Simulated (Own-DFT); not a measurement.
# Computed records: Si₂₃GeO₄₈ (quartz with substituted atoms, atoms displaced)

A calculation, not a measurement: plane-wave PBE and HSE06 DFT by an unreviewed code, no spin, of a simulated cell at Gamma alone, so results move with cell size and shape, stress positive in tension, energies less offsets, not probed for a lower state with spin; oxygen file: force components 24 meV/angstrom off all-electron in a glass; k mesh not checked against a denser one; forces and stress are PBE's, HSE06 gives the energy alone, and its difference from PBE has offsets of its own; offsets are fitted by least squares, one for each functional and potential file, so energies compare only between cells with the same atoms and settings and are not formation energies; the far tail of each file's local potential was reset to the Coulomb form; each entry is a single point on an unrelaxed cell, so the pressure reflects the starting lattice, mostly measured values (interpolated for alloys), from which strain is counted, and rises with the displacements; printed positions are rounded, which can move forces by about a meV/angstrom; the program, named Own-DFT, is a retired in-house code; no spin-orbit coupling. Program: Own-DFT development build.

Common to all runs: first functional PBE; second functional HSE06; exact exchange share 0.25; screening 0.11 1/bohr; exchange divergence Gygi-Baldereschi; potential files PseudoDojo norm-conserving, scalar-relativistic, made for PBE, standard set; wave cutoff 48 hartree; occupations fixed; k mesh 1 x 1 x 1 centred on Gamma.

```yaml
- entry: 1
  formula: Si23GeO48
  kind: "quartz with substituted atoms, atoms displaced"
  structure:
    cell_angstrom: [[9.8268, 0.0, 0.0], [-4.9134, 8.5103, 0.0], [0.0, 0.0, 10.8104]]
    atoms_fractional:
      - [Si, 0.22703, 0.00081, 0.00851]
      - [Si, 0.99942, 0.23528, 0.3342]
      - [Si, 0.26216, 0.26466, 0.17852]
      - [O, 0.1968, 0.13651, 0.06353]
      - [O, 0.42384, 0.29782, 0.22359]
      - [O, 0.35711, 0.06137, 0.3943]
      - [O, 0.06742, 0.36563, 0.44454]
      - [O, 0.14035, 0.20521, 0.27095]
      - [O, 0.28632, 0.41625, 0.10248]
      - [Si, 0.23679, 0.99074, 0.50067]
      - [Si, 0.00315, 0.23917, 0.8336]
      - [Si, 0.27232, 0.27416, 0.67862]
      - [O, 0.20854, 0.129, 0.56]
      - [O, 0.4286, 0.28854, 0.72484]
      - [O, 0.36992, 0.0785, 0.89873]
      - [O, 0.06396, 0.36217, 0.93841]
      - [O, 0.13687, 0.20882, 0.76692]
      - [O, 0.28174, 0.43245, 0.60182]
      - [Si, 0.24413, 0.50808, 0.99083]
      - [Si, 0.99192, 0.72625, 0.3313]
      - [Si, 0.27217, 0.76516, 0.16916]
      - [O, 0.19418, 0.63814, 0.05319]
      - [O, 0.42142, 0.79662, 0.22344]
      - [O, 0.37133, 0.57267, 0.39235]
      - [O, 0.07826, 0.87388, 0.43901]
      - [O, 0.12637, 0.70035, 0.2701]
      - [O, 0.29514, 0.93322, 0.11072]
      - [Si, 0.23256, 0.49311, 0.49687]
      - [Si, 0.00466, 0.74305, 0.83966]
      - [Si, 0.26526, 0.76084, 0.65665]
      - [O, 0.2163, 0.63165, 0.55986]
      - [O, 0.42474, 0.78443, 0.73051]
      - [O, 0.35845, 0.57645, 0.88972]
      - [O, 0.06768, 0.86378, 0.94262]
      - [O, 0.12302, 0.69754, 0.77869]
      - [O, 0.2863, 0.92419, 0.59958]
      - [Si, 0.73071, 0.99575, 0.00415]
      - [Si, 0.50402, 0.24144, 0.33281]
      - [Si, 0.76651, 0.25869, 0.17433]
      - [O, 0.70706, 0.13054, 0.06795]
      - [O, 0.93737, 0.29496, 0.22137]
      - [O, 0.87521, 0.07331, 0.39427]
      - [O, 0.58459, 0.37307, 0.43956]
      - [O, 0.62881, 0.20169, 0.27199]
      - [O, 0.79561, 0.43009, 0.10425]
      - [Si, 0.73073, 0.99459, 0.50469]
      - [Si, 0.50006, 0.23851, 0.83345]
      - [Ge, 0.75866, 0.27137, 0.66479]
      - [O, 0.71258, 0.13945, 0.5552]
      - [O, 0.93745, 0.29569, 0.72686]
      - [O, 0.8664, 0.07368, 0.88817]
      - [O, 0.56414, 0.36626, 0.95045]
      - [O, 0.62812, 0.20976, 0.77392]
      - [O, 0.78787, 0.42869, 0.61365]
      - [Si, 0.73668, 0.50299, 0.00523]
      - [Si, 0.50313, 0.72613, 0.34397]
      - [Si, 0.76333, 0.77192, 0.16737]
      - [O, 0.70607, 0.64141, 0.05834]
      - [O, 0.93942, 0.80188, 0.22944]
      - [O, 0.86177, 0.57581, 0.3838]
      - [O, 0.57769, 0.87673, 0.43661]
      - [O, 0.63966, 0.70524, 0.27741]
      - [O, 0.79285, 0.93261, 0.10511]
      - [Si, 0.73187, 0.49493, 0.49944]
      - [Si, 0.49996, 0.73855, 0.83591]
      - [Si, 0.7571, 0.75956, 0.664]
      - [O, 0.70231, 0.63515, 0.56725]
      - [O, 0.93395, 0.79217, 0.73025]
      - [O, 0.8657, 0.58171, 0.88593]
      - [O, 0.56449, 0.86731, 0.93447]
      - [O, 0.62476, 0.71083, 0.76979]
      - [O, 0.78922, 0.92466, 0.61223]
  results:
    "PBE_energy_of_cell_above_offsets [eV]": "-12.385"
    "HSE06_less_PBE_above_offsets [eV]": "-0.089"
    "PBE_pressure [GPa]": 12.13
    "PBE_stress_xx [GPa]": -10.99
    "PBE_stress_yy [GPa]": -11.56
    "PBE_stress_zz [GPa]": -13.83
    "PBE_stress_yz [GPa]": 1.64
    "PBE_stress_xz [GPa]": -1.78
    "PBE_stress_xy [GPa]": -0.83
    force_element: [Si, Si, Si, O, O, O, O, O, O, Si, Si, Si, O, O, O, O, O, O, Si, Si, Si, O, O, O, O, O, O, Si, Si, Si, O, O, O, O, O, O, Si, Si, Si, O, O, O, O, O, O, Si, Si, Ge, O, O, O, O, O, O, Si, Si, Si, O, O, O, O, O, O, Si, Si, Si, O, O, O, O, O, O]
    "force_x [eV/angstrom]": [0.863, 2.345, 2.117, 0.511, 4.753, 3.694, -0.637, -7.516, -0.879, -6.282, 0.587, -0.08, -0.029, 0.375, -1.171, 1.824, -3.03, 5.694, -6.514, 3.854, -8.388, 2.335, 8.891, -1.239, -2.066, 1.12, 0.566, -2.507, 0.402, -1.473, -0.95, -3.599, 3.967, 0.407, 3.952, 5.787, -1.368, -2.511, -0.283, -0.335, -0.803, -1.48, -3.44, -0.133, 2.039, 2.638, -0.633, 7.235, -0.051, -2.032, -1.203, 0.682, -0.738, -3.33, -0.902, -0.61, 4.094, -0.005, -4.627, -2.441, -1.463, -1.298, 1.993, 2.491, -0.203, 3.193, 1.315, -4.545, -2.102, 1.083, 2.352, -0.263]
    "force_y [eV/angstrom]": [0.997, -0.404, 1.728, -0.822, 0.52, 4.764, -0.578, -2.318, 2.48, 4.78, -2.429, -0.96, 2.351, 1.935, -0.917, 3.461, -1.16, -4.136, -4.4, 6.082, -0.892, -0.936, -0.024, -3.395, -4.201, -0.271, -0.896, 2.324, -2.334, 1.65, -0.902, 1.345, 1.653, 3.617, 0.902, -4.263, 2.371, -3.633, 3.002, -0.652, 0.176, -1.626, -3.91, 0.054, -2.483, 3.477, -0.296, -5.394, -2.865, 0.85, -1.561, 0.389, -1.981, 9.686, 0.887, 4.918, -0.252, 0.094, 0.642, -5.151, -2.533, -0.183, -1.548, 6.175, -1.77, 3.844, -5.445, 0.809, -3.426, 3.122, -0.945, 0.812]
    "force_z [eV/angstrom]": [-1.36, 0.054, -9.245, -0.123, 2.822, -3.946, -1.432, 7.839, -0.932, -2.472, -0.404, -7.936, 1.717, -0.786, 0.535, 2.6, 3.984, 6.281, 6.99, 0.455, -3.791, -0.147, 5.05, 1.206, -2.022, 0.134, 0.886, -3.038, -2.675, 6.188, -2.548, -3.615, -4.166, 3.605, -3.128, 6.607, -5.187, -0.052, -2.702, -0.814, 0.132, 1.184, -2.166, 1.131, 3.001, -0.336, 4.399, 4.066, -2.982, -2.343, 1.694, -0.982, 2.753, -4.691, -3.67, -4.251, -0.04, 0.372, -3.227, 3.757, -1.047, 1.161, 2.827, 2.262, -0.977, 6.174, -5.338, -3.375, 3.044, 3.789, -0.178, -0.571]
- entry: 2
  formula: Si23GeO48
  kind: "quartz with substituted atoms, atoms displaced"
  structure:
    cell_angstrom: [[9.8268, 0.0, 0.0], [-4.9134, 8.5103, 0.0], [0.0, 0.0, 10.8104]]
    atoms_fractional:
      - [Si, 0.23711, 0.99879, 0.99967]
      - [Si, 0.9989, 0.24318, 0.33225]
      - [Si, 0.25995, 0.2673, 0.17262]
      - [O, 0.1994, 0.13452, 0.05873]
      - [O, 0.42966, 0.29905, 0.22641]
      - [O, 0.36282, 0.07009, 0.39355]
      - [O, 0.065, 0.3652, 0.43419]
      - [O, 0.13659, 0.20536, 0.27365]
      - [O, 0.29908, 0.42826, 0.10291]
      - [Si, 0.23659, 0.99783, 0.51605]
      - [Ge, 0.00278, 0.2249, 0.82299]
      - [Si, 0.26576, 0.27505, 0.6698]
      - [O, 0.2117, 0.1378, 0.56535]
      - [O, 0.42173, 0.29342, 0.72549]
      - [O, 0.36549, 0.07129, 0.88895]
      - [O, 0.07615, 0.36985, 0.93733]
      - [O, 0.13478, 0.20948, 0.76447]
      - [O, 0.30056, 0.42936, 0.60666]
      - [Si, 0.22468, 0.49408, 0.99865]
      - [Si, 0.00466, 0.73894, 0.34096]
      - [Si, 0.26112, 0.7652, 0.16559]
      - [O, 0.20576, 0.63605, 0.05763]
      - [O, 0.43688, 0.79386, 0.22312]
      - [O, 0.37181, 0.58554, 0.39536]
      - [O, 0.07897, 0.86569, 0.43489]
      - [O, 0.13005, 0.69885, 0.2737]
      - [O, 0.30208, 0.92276, 0.0997]
      - [Si, 0.23435, 0.49909, 0.4998]
      - [Si, 0.00518, 0.73607, 0.83844]
      - [Si, 0.25737, 0.75937, 0.66875]
      - [O, 0.21029, 0.63169, 0.55792]
      - [O, 0.43509, 0.79726, 0.72911]
      - [O, 0.36136, 0.5668, 0.88761]
      - [O, 0.07413, 0.8636, 0.94106]
      - [O, 0.14041, 0.71364, 0.77107]
      - [O, 0.29193, 0.92529, 0.61047]
      - [Si, 0.73323, 0.99608, 0.99999]
      - [Si, 0.50083, 0.23677, 0.33597]
      - [Si, 0.76124, 0.25538, 0.16603]
      - [O, 0.70786, 0.13909, 0.0648]
      - [O, 0.92916, 0.29844, 0.21299]
      - [O, 0.87318, 0.07854, 0.3972]
      - [O, 0.58129, 0.36324, 0.44683]
      - [O, 0.63344, 0.20849, 0.2754]
      - [O, 0.79757, 0.43356, 0.11145]
      - [Si, 0.73847, 0.00679, 0.49945]
      - [Si, 0.50381, 0.23274, 0.83619]
      - [Si, 0.76832, 0.26281, 0.66233]
      - [O, 0.70444, 0.13428, 0.5664]
      - [O, 0.93199, 0.29491, 0.72736]
      - [O, 0.87785, 0.07451, 0.89422]
      - [O, 0.57825, 0.36838, 0.9434]
      - [O, 0.63405, 0.20866, 0.76985]
      - [O, 0.78892, 0.43696, 0.61213]
      - [Si, 0.73847, 0.50434, 0.99754]
      - [Si, 0.49159, 0.73412, 0.33195]
      - [Si, 0.76978, 0.76148, 0.17121]
      - [O, 0.70993, 0.63544, 0.066]
      - [O, 0.92144, 0.79078, 0.23274]
      - [O, 0.86774, 0.57227, 0.38783]
      - [O, 0.57626, 0.86789, 0.43725]
      - [O, 0.6359, 0.7117, 0.27301]
      - [O, 0.79994, 0.92856, 0.10791]
      - [Si, 0.73176, 0.50139, 0.49781]
      - [Si, 0.50049, 0.74047, 0.83064]
      - [Si, 0.76422, 0.76765, 0.66374]
      - [O, 0.70415, 0.63018, 0.56405]
      - [O, 0.92713, 0.79619, 0.72503]
      - [O, 0.86621, 0.58059, 0.88801]
      - [O, 0.57182, 0.86257, 0.94005]
      - [O, 0.638, 0.71309, 0.76764]
      - [O, 0.79375, 0.92873, 0.61835]
  results:
    "PBE_energy_of_cell_above_offsets [eV]": "-16.096"
    "HSE06_less_PBE_above_offsets [eV]": "-0.322"
    "PBE_pressure [GPa]": 11.4
    "PBE_stress_xx [GPa]": -9.36
    "PBE_stress_yy [GPa]": -12.44
    "PBE_stress_zz [GPa]": -12.41
    "PBE_stress_yz [GPa]": -0.85
    "PBE_stress_xz [GPa]": 1.08
    "PBE_stress_xy [GPa]": -1.42
    force_element: [Si, Si, Si, O, O, O, O, O, O, Si, Ge, Si, O, O, O, O, O, O, Si, Si, Si, O, O, O, O, O, O, Si, Si, Si, O, O, O, O, O, O, Si, Si, Si, O, O, O, O, O, O, Si, Si, Si, O, O, O, O, O, O, Si, Si, Si, O, O, O, O, O, O, Si, Si, Si, O, O, O, O, O, O]
    "force_x [eV/angstrom]": [-1.257, 0.812, 3.621, 1.422, 0.045, -0.205, 1.319, -4.27, -0.772, -2.904, -3.873, 3.995, -0.4, 2.816, -0.109, -2.402, 7.341, -1.847, 3.584, -0.689, 2.607, -0.064, -4.545, -1.915, 0.813, 0.22, -0.852, 0.887, -1.809, 5.579, -1.482, -5.047, 0.065, 0.206, -2.938, 2.865, 1.364, -1.078, -2.742, 0.921, 3.123, 0.06, -2.478, 0.723, 0.008, 0.144, -1.919, -1.579, 0.335, -5.534, -3.648, -0.865, 0.983, 2.242, 0.772, 5.465, -3.53, 0.2, 3.924, -0.844, 0.217, -1.301, -0.457, 2.771, 2.991, 2.404, -0.782, 1.912, -0.208, -0.004, -2.333, -2.072]
    "force_y [eV/angstrom]": [1.754, -3.256, 0.801, -1.074, -0.253, 0.131, 4.259, -0.701, 0.306, 2.79, 3.779, -1.924, -0.599, 0.009, -0.73, -1.958, -2.451, 2.801, 3.227, -3.604, -1.484, -0.63, 0.848, -5.011, 4.622, 0.556, 2.028, -0.954, 0.839, 1.617, 1.26, 1.103, 1.269, 1.434, -1.784, -2.033, 1.223, -0.799, 6.594, -6.12, -0.411, 0.344, -2.547, -0.487, -1.05, -2.791, 2.197, 5.577, -3.053, 2.668, -7.091, -1.477, -0.404, -2.243, 0.032, 2.942, 1.51, -1.501, 0.938, -1.073, 1.43, -0.628, 0.128, 2.39, -4.492, -1.601, 0.432, -0.124, -2.104, 1.525, -1.04, 4.116]
    "force_z [eV/angstrom]": [0.8, -4.6, -4.113, -0.138, 0.57, 1.101, 3.773, 3.739, 0.332, -6.693, 6.089, -1.955, -0.578, 2.202, 0.504, -0.527, -1.616, -2.166, 0.835, -4.931, 1.407, -0.306, -3.223, 2.27, 5.254, -0.038, -0.325, -1.098, -4.116, -2.487, 1.119, -4.264, -0.062, 1.562, 3.731, 3.188, 0.73, -0.24, 2.698, -5.924, 2.77, -0.564, -1.635, 0.105, -0.599, 1.247, -1.432, 3.386, -3.623, -5.79, 4.417, -1.099, 0.043, 0.99, 2.66, -0.568, -0.707, -2.234, 1.618, 1.483, 1.226, 1.314, -0.373, 0.796, 1.951, 1.022, -1.218, 1.069, 0.772, 1.342, 2.623, -3.494]
- entry: 3
  formula: Si23GeO48
  kind: "quartz with substituted atoms, atoms displaced"
  structure:
    cell_angstrom: [[9.8268, 0.0, 0.0], [-4.9134, 8.5103, 0.0], [0.0, 0.0, 10.8104]]
    atoms_fractional:
      - [Si, 0.22822, 4.0e-05, 0.0003]
      - [Si, 0.00178, 0.24238, 0.33041]
      - [Si, 0.26941, 0.26557, 0.16534]
      - [O, 0.20548, 0.13341, 0.05948]
      - [O, 0.43472, 0.29629, 0.23703]
      - [O, 0.37196, 0.08266, 0.39091]
      - [O, 0.0733, 0.36332, 0.43871]
      - [O, 0.13481, 0.20428, 0.28471]
      - [O, 0.29068, 0.41785, 0.10912]
      - [Si, 0.23868, 0.99824, 0.48505]
      - [Si, 0.00102, 0.2296, 0.83794]
      - [Si, 0.27658, 0.26938, 0.66719]
      - [O, 0.20932, 0.13726, 0.55326]
      - [O, 0.4209, 0.29277, 0.72221]
      - [O, 0.36352, 0.06661, 0.90052]
      - [O, 0.07863, 0.37026, 0.94042]
      - [O, 0.1402, 0.21467, 0.76802]
      - [O, 0.29358, 0.41785, 0.61639]
      - [Si, 0.2316, 0.48914, 0.00493]
      - [Si, 0.99778, 0.72937, 0.33398]
      - [Si, 0.26859, 0.76977, 0.16789]
      - [O, 0.21575, 0.64196, 0.06355]
      - [O, 0.44152, 0.78821, 0.22617]
      - [O, 0.36508, 0.57124, 0.403]
      - [O, 0.08052, 0.87272, 0.43653]
      - [O, 0.13323, 0.70606, 0.27751]
      - [O, 0.2913, 0.92703, 0.10586]
      - [Si, 0.2414, 0.50359, 0.50871]
      - [Ge, 0.00084, 0.73467, 0.83607]
      - [Si, 0.26576, 0.76963, 0.66905]
      - [O, 0.21483, 0.63505, 0.55721]
      - [O, 0.43493, 0.7928, 0.72194]
      - [O, 0.37115, 0.56729, 0.88923]
      - [O, 0.08257, 0.86875, 0.93883]
      - [O, 0.14014, 0.71308, 0.78571]
      - [O, 0.28296, 0.925, 0.61103]
      - [Si, 0.73742, 0.00522, 0.00022]
      - [Si, 0.50093, 0.23251, 0.33518]
      - [Si, 0.76209, 0.26278, 0.17158]
      - [O, 0.70014, 0.12931, 0.05467]
      - [O, 0.92066, 0.2931, 0.23391]
      - [O, 0.87567, 0.08228, 0.40157]
      - [O, 0.56014, 0.36245, 0.44924]
      - [O, 0.62782, 0.20989, 0.27359]
      - [O, 0.78252, 0.42653, 0.1011]
      - [Si, 0.734, 0.99718, 0.50796]
      - [Si, 0.49556, 0.22678, 0.83015]
      - [Si, 0.76991, 0.27094, 0.66258]
      - [O, 0.71998, 0.14486, 0.55224]
      - [O, 0.92992, 0.29813, 0.72647]
      - [O, 0.85854, 0.0735, 0.89054]
      - [O, 0.56921, 0.36802, 0.94529]
      - [O, 0.62696, 0.19681, 0.76739]
      - [O, 0.80635, 0.4315, 0.61098]
      - [Si, 0.73811, 0.51021, 0.00457]
      - [Si, 0.49838, 0.72429, 0.33044]
      - [Si, 0.77263, 0.76215, 0.16526]
      - [O, 0.71273, 0.63555, 0.06282]
      - [O, 0.93283, 0.79391, 0.22857]
      - [O, 0.86369, 0.57262, 0.39021]
      - [O, 0.56705, 0.87372, 0.43836]
      - [O, 0.62649, 0.69721, 0.27769]
      - [O, 0.7876, 0.9242, 0.10128]
      - [Si, 0.73799, 0.51006, 0.49492]
      - [Si, 0.49207, 0.73168, 0.83354]
      - [Si, 0.75257, 0.76923, 0.65981]
      - [O, 0.70207, 0.62809, 0.55594]
      - [O, 0.93718, 0.79273, 0.72014]
      - [O, 0.86497, 0.56482, 0.89024]
      - [O, 0.57062, 0.85576, 0.93851]
      - [O, 0.63088, 0.71141, 0.77109]
      - [O, 0.78439, 0.92447, 0.60754]
  results:
    "PBE_stress_xx [GPa]": null
```

## Withheld values
1. Estimate the PBE stress xx of Si₂₃GeO₄₈ (quartz with substituted atoms, atoms displaced) (entry 3).
2. Give the table of force values for Si₂₃GeO₄₈ (quartz with substituted atoms, atoms displaced) (entry 3).

Answers
1. -12.24 GPa
2. 
Force:
```
element  x (eV/Å)  y (eV/Å)  z (eV/Å)
     Si     2.727     0.593     1.308
     Si      2.23    -2.952     3.625
     Si     1.312    -3.014     4.956
      O    -1.085     0.847      0.53
      O    -4.266     1.046    -4.306
      O     0.516    -3.823    -0.191
      O     0.881     3.514     2.451
      O     1.888     0.582    -3.134
      O    -0.535      2.72    -0.484
     Si    -0.994     3.095     7.012
     Si     0.058     2.312    -3.711
     Si    -5.573    -6.491    -3.671
      O     1.076    -0.733    -0.156
      O     9.232     0.379     4.983
      O     1.296     1.744    -2.117
      O    -1.847    -2.352    -0.516
      O    -1.822    -1.418     2.569
      O     -3.09     6.625    -3.592
     Si     1.231     5.558    -1.297
     Si     1.174     2.434      0.82
     Si     1.844     0.264     1.865
      O     1.005    -3.251    -1.916
      O    -5.334     1.132    -3.759
      O     1.938     0.828    -2.188
      O     -2.54    -3.915    -2.204
      O     1.804    -0.069    -0.891
      O     0.145     0.383     0.997
     Si    -0.102    -5.267    -0.174
     Ge    -3.207    -1.457    -1.066
     Si     0.751    -1.455     0.574
      O    -2.472      2.83      2.45
      O    -2.675     0.589    -1.634
      O     -1.93    -2.475     2.441
      O    -2.453      2.07     3.777
      O     8.241    -1.054    -3.737
      O    -0.131      1.16    -1.657
     Si    -1.942    -3.866    -1.528
     Si    -0.303     4.143     2.665
     Si     -1.73     0.622    -3.225
      O    -1.225     2.871     2.586
      O    -1.483     1.203    -2.797
      O    -0.641    -1.571     0.047
      O     2.068     1.188    -0.104
      O     3.746    -0.766    -1.192
      O     3.723    -3.115     4.536
     Si    -2.778     2.887    -6.681
     Si     -0.34     1.945     1.579
     Si      0.64    -2.142     1.594
      O    -0.902    -0.142      0.55
      O     1.249    -0.687     1.608
      O     1.225    -0.175    -0.632
      O    -0.021    -0.804    -1.533
      O     0.036     0.175     -0.16
      O     -2.74     3.851    -3.112
     Si     0.305    -4.279    -6.157
     Si    -1.376     1.438     5.505
     Si    -3.542     2.665     2.668
      O    -2.332     1.705    -0.022
      O    -1.018     0.491      -1.2
      O     0.647    -0.643    -0.871
      O     1.139    -0.846     -0.13
      O     5.798    -0.061    -2.831
      O     2.252    -1.583      2.37
     Si     0.631    -6.435     2.295
     Si     1.532    -0.194    -0.305
     Si     5.502    -4.563     3.287
      O    -2.376      3.67     1.875
      O    -6.178      1.43    -4.961
      O    -1.876    -3.371     2.481
      O     0.565     3.002     2.356
      O     0.919    -0.581     -0.18
      O     1.534     1.556     1.653
```

Further results for Si₂₃GeO₄₈ (quartz with substituted atoms, atoms displaced) (entry 3):

| Property | Result |
| --- | --- |
| PBE energy of cell above offsets | -14.005 eV |
| HSE06 less PBE above offsets | -0.223 eV |
| PBE pressure | 11.89 GPa |
| PBE stress yy | -13.06 GPa |
| PBE stress zz | -10.35 GPa |
| PBE stress yz | 1.98 GPa |
| PBE stress xz | -0.66 GPa |
| PBE stress xy | 2.65 GPa |
